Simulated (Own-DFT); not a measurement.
AlGa$_{3}$N$_{4}$ (wurtzite random alloy, strained, atoms displaced) (calculated)

Computed with Own-DFT development build. A calculation, not a measurement: plane-wave PBE density functional theory by an unreviewed code, no spin, of a simulated periodic cell, stress positive in tension, free energy of the whole cell less one offset for each atom, forces on such cells passed a denser k mesh, this cell's mesh not checked; offsets are fitted by least squares, one for each functional and potential file, so energies compare only between cells with the same atoms and settings and are not formation energies; the far tail of each file's local potential was reset to the Coulomb form; each entry is a single point on an unrelaxed cell, so the pressure reflects the starting lattice, mostly measured values, from which strain is counted, and rises with the displacements; printed positions are rounded, which can move forces by about a meV/angstrom; the program is a retired in-house code; no spin-orbit coupling.

Settings shared by all entries: functional PBE; potential files PseudoDojo norm-conserving, scalar-relativistic, standard set with the stringent files for Ga; wave cutoff 96 hartree; occupations Gaussian; smearing width 0.01 eV; k mesh 4 x 4 x 3 centred on Gamma.

(1) AlGa$_{3}$N$_{4}$ (wurtzite random alloy, strained, atoms displaced)

```
CELL_PARAMETERS angstrom
9.79450 0.00000 0.00000
-4.89730 8.48230 0.00000
0.00000 0.00000 10.26850
ATOMIC_POSITIONS crystal
Ga 0.11734 0.22496 0.99929
Al 0.23680 0.11910 0.24506
N 0.11268 0.22258 0.19290
N 0.23058 0.11436 0.43759
Ga 0.11696 0.23016 0.50642
Al 0.22951 0.12116 0.75159
N 0.11535 0.21906 0.68184
N 0.23242 0.10609 0.94926
Ga 0.11260 0.55945 0.00684
Ga 0.21668 0.43704 0.24518
N 0.11419 0.56765 0.18917
N 0.21696 0.43955 0.43249
Al 0.10627 0.55340 0.50908
Al 0.21839 0.44839 0.75594
N 0.11721 0.56995 0.68800
N 0.22234 0.44389 0.93505
Al 0.10677 0.87966 0.99115
Al 0.22629 0.78308 0.25618
N 0.10541 0.88689 0.19140
N 0.22265 0.77889 0.44494
Ga 0.11239 0.89825 0.49822
Ga 0.23003 0.78076 0.75146
N 0.11711 0.89173 0.68750
N 0.22260 0.77798 0.93550
Al 0.44984 0.23359 0.99991
Ga 0.55560 0.10690 0.24449
N 0.45030 0.22516 0.18558
N 0.55397 0.10227 0.43596
Ga 0.44863 0.22918 0.49715
Ga 0.56070 0.12245 0.75131
N 0.45059 0.23034 0.69119
N 0.54454 0.11156 0.94479
Ga 0.44779 0.55500 0.00315
Al 0.55621 0.44290 0.24773
N 0.44914 0.57023 0.19229
N 0.55380 0.45219 0.43838
Ga 0.44802 0.55676 0.49294
Ga 0.55621 0.44790 0.75059
N 0.45261 0.55572 0.68796
N 0.55175 0.44956 0.94516
Ga 0.45149 0.90083 0.00563
Al 0.55864 0.77197 0.25061
N 0.43215 0.88350 0.18883
N 0.55379 0.78460 0.43775
Ga 0.44240 0.88788 0.49945
Ga 0.55904 0.77852 0.75038
N 0.44096 0.89129 0.69350
N 0.56441 0.78424 0.93628
Ga 0.78103 0.21986 0.99607
Ga 0.90043 0.12353 0.24460
N 0.77672 0.21037 0.19389
N 0.89330 0.11654 0.43560
Ga 0.78229 0.22265 0.50114
Ga 0.89396 0.11400 0.75213
N 0.78066 0.22611 0.69419
N 0.88102 0.10982 0.93998
Ga 0.78595 0.56098 0.99968
Ga 0.88580 0.45041 0.25756
N 0.77804 0.55144 0.19228
N 0.89724 0.44758 0.43877
Ga 0.78244 0.54873 0.50091
Ga 0.87974 0.44434 0.73971
N 0.77933 0.55474 0.68915
N 0.88952 0.44988 0.93050
Ga 0.78084 0.88586 0.99981
Ga 0.87474 0.77181 0.24929
N 0.78073 0.89427 0.18904
N 0.88989 0.77745 0.44044
Ga 0.77533 0.89291 0.49558
Ga 0.88903 0.77457 0.75035
N 0.78419 0.89387 0.69504
N 0.89323 0.77906 0.93683
```

* free energy of cell above offsets: -9.904 eV
* pressure: -3.96 GPa
* stress xx: 7.37 GPa
* stress yy: 7.16 GPa
* stress zz: -2.64 GPa
* stress yz: 0.01 GPa
* stress xz: 0.13 GPa
* stress xy: 0.62 GPa

Force:
```tsv
element	x (eV/Å)	y (eV/Å)	z (eV/Å)
Ga	-0.154	-0.747	-0.04
Al	-1.121	-1.607	0.335
N	1.674	-0.061	-1.066
N	-0.568	0.68	-0.842
Ga	0.161	-0.859	-2.94
Al	0.474	-1.342	-0.019
N	-0.06	1.179	3.726
N	-1.161	0.557	-1.493
Ga	-0.249	0.181	-1.572
Ga	-0.347	1.763	0.353
N	0.114	-0.854	1.262
N	-0.36	1.292	1.441
Al	1.21	1.158	-1.808
Al	0.646	0.268	-1.835
N	0.659	-2.622	0.271
N	-0.009	0.124	0.854
Al	0.855	0.938	1.596
Al	-1.276	-0.251	-0.243
N	0.85	0.506	-0.611
N	-0.304	-1.04	-0.806
Ga	0.555	-0.728	-0.087
Ga	-1.046	0.6	-0.414
N	-0.618	1.01	1.126
N	-0.193	0.144	1.327
Al	0.234	-0.985	0.015
Ga	0.091	-0.267	0.486
N	-0.644	0.958	0.388
N	-0.143	1.792	0.51
Ga	0.369	-0.726	0.04
Ga	-0.219	-1.446	0.193
N	-0.721	-0.448	0.075
N	0.867	1.622	-0.389
Ga	-1.166	1.43	-0.411
Al	-0.203	0.364	0.085
N	0.991	-2.338	0.053
N	1.872	-0.908	-1.272
Ga	-1.421	0.591	0.785
Ga	0.2	0.118	0.13
N	-1.953	0.02	0.126
N	1.529	-0.833	-0.334
Ga	-0.312	-1.619	-1.12
Al	-1.046	2.266	-0.001
N	1.486	-0.001	1.071
N	0.873	-0.85	-0.63
Ga	-0.492	0.015	0.63
Ga	-0.356	0.379	-0.564
N	1.641	0.77	-0.468
N	-0.708	-0.577	1.183
Ga	-1.512	0.961	0.686
Ga	-0.228	-1.685	0.979
N	-0.978	1.96	-1.073
N	0.29	-0.139	0.739
Ga	-0.413	-0.74	-0.613
Ga	-0.047	-0.329	-0.461
N	0.256	-0.396	-0.739
N	1.989	0.006	0.055
Ga	-0.309	-0.661	-0.053
Ga	1.536	-0.781	-1.718
N	-1.589	-0.147	-0.253
N	-0.1	-0.347	1.599
Ga	-1.272	1.376	-0.474
Ga	1.825	0.538	1.385
N	-1.032	0.289	-0.133
N	0.327	-0.638	1.036
Ga	-0.417	0.378	-0.167
Ga	1.67	1.152	0.312
N	-0.882	-0.779	0.363
N	-0.61	-0.284	0.176
Ga	0.726	-0.01	0.58
Ga	0.421	0.94	-1.115
N	-0.28	-0.293	-0.912
N	0.128	0.012	0.704
```

(2) AlGa$_{3}$N$_{4}$ (wurtzite random alloy, strained, atoms displaced)

```
CELL_PARAMETERS angstrom
9.79450 0.00000 0.00000
-4.89730 8.48230 0.00000
0.00000 0.00000 10.26850
ATOMIC_POSITIONS crystal
Ga 0.11126 0.22568 0.99990
Ga 0.22449 0.10151 0.26502
N 0.11745 0.22653 0.17707
N 0.21404 0.10497 0.43568
Ga 0.11074 0.22306 0.49439
Al 0.22283 0.11531 0.75003
N 0.10925 0.22681 0.68590
N 0.21359 0.11157 0.93552
Ga 0.12217 0.56613 0.99411
Ga 0.22208 0.44403 0.24738
N 0.11509 0.56002 0.19315
N 0.22490 0.45336 0.43654
Ga 0.11484 0.56034 0.50131
Al 0.22330 0.44648 0.75336
N 0.10322 0.55261 0.68642
N 0.21184 0.43304 0.94181
Ga 0.11787 0.88905 0.00246
Ga 0.22484 0.77519 0.25196
N 0.11010 0.88359 0.19228
N 0.22224 0.77969 0.44044
Al 0.11563 0.88727 0.49833
Al 0.22045 0.77729 0.75535
N 0.11856 0.89193 0.68344
N 0.22651 0.77586 0.94152
Ga 0.44408 0.21533 0.00014
Al 0.55408 0.11314 0.25326
N 0.45010 0.22374 0.18438
N 0.55287 0.10729 0.43131
Ga 0.44174 0.22305 0.49765
Ga 0.55425 0.10305 0.74460
N 0.44575 0.22259 0.69075
N 0.54926 0.10319 0.93587
Ga 0.44726 0.56428 0.00561
Ga 0.55668 0.44509 0.25106
N 0.44526 0.55966 0.17822
N 0.55792 0.44566 0.44538
Al 0.44447 0.55517 0.50847
Al 0.55004 0.43814 0.75383
N 0.43187 0.54852 0.68549
N 0.56680 0.45686 0.93449
Ga 0.44649 0.88672 0.99714
Ga 0.55277 0.77490 0.25051
N 0.44233 0.88887 0.19513
N 0.56333 0.77750 0.43028
Ga 0.44125 0.88588 0.49775
Ga 0.54967 0.77560 0.74365
N 0.44246 0.89083 0.68618
N 0.55115 0.78151 0.93984
Ga 0.78931 0.23049 0.99748
Ga 0.88481 0.10749 0.23691
N 0.77208 0.21928 0.18629
N 0.88612 0.11429 0.42795
Al 0.77322 0.21592 0.50077
Ga 0.89103 0.10520 0.75383
N 0.77823 0.23160 0.69452
N 0.89691 0.11794 0.94373
Ga 0.77802 0.56102 0.99979
Ga 0.89086 0.43574 0.25230
N 0.77158 0.54106 0.19030
N 0.88699 0.45017 0.43912
Ga 0.76712 0.54982 0.50012
Ga 0.89429 0.43843 0.75623
N 0.78528 0.55428 0.68698
N 0.88892 0.44653 0.94245
Ga 0.79419 0.90353 0.99709
Al 0.89632 0.76905 0.25689
N 0.77710 0.89162 0.19268
N 0.88611 0.77665 0.44275
Ga 0.78318 0.89228 0.49814
Ga 0.89176 0.77702 0.74204
N 0.77636 0.89597 0.69192
N 0.89409 0.78217 0.93546
```

* free energy of cell above offsets: -9.380 eV
* pressure: -3.54 GPa
* stress xx: 8.51 GPa
* stress yy: 6.76 GPa
* stress zz: -4.64 GPa
* stress yz: -0.27 GPa
* stress xz: 0.35 GPa
* stress xy: -0.1 GPa

Force:
```tsv
element	x (eV/Å)	y (eV/Å)	z (eV/Å)
Ga	0.929	-0.624	-0.746
Ga	-0.468	0.89	-5.113
N	-0.044	-0.676	3.333
N	0.514	-0.052	3.452
Ga	-1.014	0.431	0.07
Al	0.043	-0.388	-0.517
N	1.122	-0.075	0.698
N	1.38	-0.303	-0.315
Ga	-0.654	-2.105	1.431
Ga	0.093	0.024	-0.452
N	-0.121	-0.659	-0.843
N	1.328	-0.465	0.644
Ga	-0.913	-0.626	-0.615
Al	-0.933	-0.612	-0.43
N	2.051	1.164	1.782
N	0.557	2.558	-1.637
Ga	-0.929	0.364	-0.418
Ga	-0.031	0.102	-0.289
N	-0.324	-0.141	0.445
N	-0.391	0.298	0.382
Al	-0.833	-0.424	0.311
Al	-0.186	-0.009	-1.349
N	0.19	0.46	0.682
N	-0.545	1.008	-1.27
Ga	-0.526	0.759	-1.012
Al	0.493	-0.421	-1.852
N	-0.213	-0.709	1.875
N	0.246	0.731	1.652
Ga	0.526	-0.299	0.491
Ga	-0.262	1.371	0.699
N	-0.991	0.062	0.092
N	0.56	0.714	0.132
Ga	0.404	-0.726	-3.279
Ga	-0.389	-0.092	-0.512
N	0.31	-0.578	3.732
N	-2.311	-0.395	-0.652
Al	-0.196	0.222	-2.327
Al	0.859	0.785	-0.832
N	0.958	0.082	1.251
N	-1.228	-1.166	0.171
Ga	-0.233	0.805	1.223
Ga	0.22	0.567	-1.452
N	0.226	0.871	-0.515
N	-0.8	-0.98	3.022
Ga	0.627	0.074	-0.71
Ga	0.319	0.107	0.871
N	-0.469	-1.386	0.292
N	1.438	-0.275	-0.875
Ga	-1.337	-0.683	0.177
Ga	0.444	0.861	0.657
N	-0.186	-0.315	0.386
N	-0.048	0.29	1.489
Al	0.131	1.122	-0.257
Ga	-0.649	1.549	-0.469
N	0.676	-2.338	-1.582
N	-0.738	-0.189	-0.814
Ga	0.471	-0.093	-0.01
Ga	-0.364	0.527	-0.406
N	0.377	2.11	0.427
N	0.637	-1.454	0.592
Ga	1.901	0.822	0.396
Ga	-1.318	1.152	-0.666
N	-1.632	-0.309	0.966
N	0.547	0.692	0.194
Ga	-0.728	-1.824	0.783
Al	-1.463	0.025	-0.796
N	1.34	-1.507	-0.775
N	1.392	0.347	-0.453
Ga	-0.472	0.333	-0.522
Ga	0.051	-0.195	0.242
N	0.355	-1.313	-0.595
N	0.221	0.122	0.318
```

(3) AlGa$_{3}$N$_{4}$ (wurtzite random alloy, strained, atoms displaced)

```
CELL_PARAMETERS angstrom
9.79450 0.00000 0.00000
-4.89730 8.48230 0.00000
0.00000 0.00000 10.26850
ATOMIC_POSITIONS crystal
Ga 0.10877 0.21848 0.00864
Al 0.22316 0.11744 0.25040
N 0.10762 0.22034 0.19562
N 0.22924 0.10597 0.43690
Al 0.10447 0.21796 0.50058
Ga 0.21830 0.10981 0.75101
N 0.10551 0.22158 0.67992
N 0.22108 0.11110 0.93853
Ga 0.11246 0.55638 0.00526
Ga 0.21029 0.43804 0.25149
N 0.11292 0.55420 0.18892
N 0.22606 0.45051 0.43848
Ga 0.11890 0.55162 0.49299
Ga 0.22423 0.44035 0.74714
N 0.10610 0.54944 0.68287
N 0.21681 0.45066 0.94735
Al 0.10367 0.88628 0.00020
Ga 0.21975 0.77892 0.24981
N 0.11403 0.88286 0.19243
N 0.22541 0.78268 0.43507
Ga 0.12211 0.89522 0.49761
Ga 0.21853 0.76958 0.74008
N 0.11250 0.89491 0.69723
N 0.23372 0.78192 0.92909
Ga 0.44917 0.23193 0.98882
Ga 0.55770 0.11197 0.24228
N 0.44895 0.22684 0.19135
N 0.56969 0.11524 0.43779
Ga 0.43772 0.21640 0.50159
Ga 0.55862 0.10769 0.75178
N 0.45162 0.23079 0.69367
N 0.54905 0.10968 0.93773
Ga 0.44371 0.56158 0.00732
Ga 0.56043 0.44832 0.24107
N 0.44331 0.55960 0.18759
N 0.55429 0.44723 0.44233
Ga 0.44806 0.56107 0.49143
Ga 0.56050 0.44697 0.74617
N 0.44861 0.55493 0.69653
N 0.55004 0.43947 0.94687
Al 0.45064 0.89503 0.00143
Ga 0.55801 0.78171 0.25029
N 0.46196 0.89766 0.18505
N 0.55622 0.78884 0.44609
Al 0.45554 0.90116 0.50583
Al 0.55094 0.78462 0.74468
N 0.46095 0.90058 0.69878
N 0.56411 0.78054 0.94575
Al 0.78441 0.23650 0.99348
Ga 0.87905 0.10199 0.25306
N 0.78146 0.22355 0.18703
N 0.89675 0.11878 0.44600
Ga 0.78815 0.23670 0.49794
Ga 0.89355 0.11619 0.74652
N 0.77727 0.22987 0.68348
N 0.88482 0.10042 0.93498
Ga 0.76706 0.55658 0.99695
Ga 0.88892 0.44165 0.24863
N 0.78166 0.56453 0.19055
N 0.88935 0.44654 0.43169
Ga 0.77566 0.55026 0.50610
Ga 0.88525 0.44807 0.75231
N 0.78433 0.56840 0.69592
N 0.88736 0.44415 0.93334
Ga 0.78139 0.89333 0.00364
Al 0.88700 0.78179 0.24444
N 0.78342 0.89574 0.18944
N 0.88311 0.77062 0.44078
Al 0.77834 0.89727 0.50102
Ga 0.88787 0.78120 0.73587
N 0.77445 0.88833 0.68741
N 0.89150 0.77981 0.93871
```

* free energy of cell above offsets: -9.379 eV
* pressure: -3.77 GPa
* stress xx: 7.71 GPa
* stress yy: 5.34 GPa
* stress zz: -1.76 GPa
* stress yz: -0.33 GPa
* stress xz: -0.24 GPa
* stress xy: 0.5 GPa

Force:
```tsv
element	x (eV/Å)	y (eV/Å)	z (eV/Å)
Ga	-0.252	0.427	-1.473
Al	1.163	-0.653	-0.379
N	0.576	-0.765	0.509
N	-2.171	1.201	-0.42
Al	1.354	0.781	-0.908
Ga	0.339	0.883	-0.107
N	1.012	0.193	0.734
N	-0.332	-0.424	1.044
Ga	-0.726	1.086	-1.54
Ga	1.205	0.778	-0.495
N	-0.658	0.367	0.864
N	0.837	-1.963	0.143
Ga	-1.931	1.176	0.428
Ga	-0.368	0.5	0.736
N	0.393	0.283	0.201
N	1.467	-1.47	-1.004
Al	1.412	0.07	-0.581
Ga	1.377	-0.096	-0.429
N	-2.089	1.627	-1.069
N	1.466	0.036	1.625
Ga	-1.262	-1.464	0.328
Ga	0.047	0.683	0.985
N	0.702	-0.698	-1.601
N	-0.892	0.094	1.917
Ga	-0.236	-2.47	1.467
Ga	-0.117	0.595	0.79
N	-1.072	-0.666	-0.445
N	-1.218	-0.638	0.371
Ga	1.537	1.233	-0.183
Ga	-0.518	1.985	-0.065
N	-0.315	-1.342	-0.319
N	1.548	0.588	1.06
Ga	-0.18	-0.045	-1.912
Ga	-0.337	-0.059	1.17
N	0.04	-0.291	1.99
N	0.34	-0.523	-0.469
Ga	0.269	0.039	1.155
Ga	-0.457	0.413	0.787
N	-0.97	1.228	-0.854
N	-0.42	2.082	-1.379
Al	0.061	-0.643	-1
Ga	-0.051	-0.254	0.158
N	-1.511	-0.81	-0.167
N	0.618	0.112	-0.242
Al	-0.386	-0.115	-0.724
Al	2.378	-1.321	1.595
N	-1.449	-1.843	-2.491
N	-1.438	0.34	-1.259
Al	0.031	-2.048	0.446
Ga	0.158	1.683	0.211
N	0.058	0.137	-1.092
N	-0.2	-1.097	-0.532
Ga	-0.333	-0.972	-0.197
Ga	-0.84	-0.654	0.003
N	0.499	-0.168	1.217
N	-0.648	2.503	0.675
Ga	1.284	0.612	0.201
Ga	-0.59	0.613	-0.834
N	0.25	-0.004	-0.389
N	0.456	0.612	1.256
Ga	-0.227	0.667	-1.174
Ga	0.638	0	-1.209
N	0.096	-1.895	-0.658
N	-0.173	0.183	1.825
Ga	0.021	-0.908	-1.286
Al	0.923	-0.464	1.229
N	0.517	-1.396	0.943
N	-0.453	1.609	-0.523
Al	0.619	-0.862	-0.057
Ga	-0.129	1.21	1.711
N	-0.804	0.365	-0.467
N	0.057	0.028	0.157
```
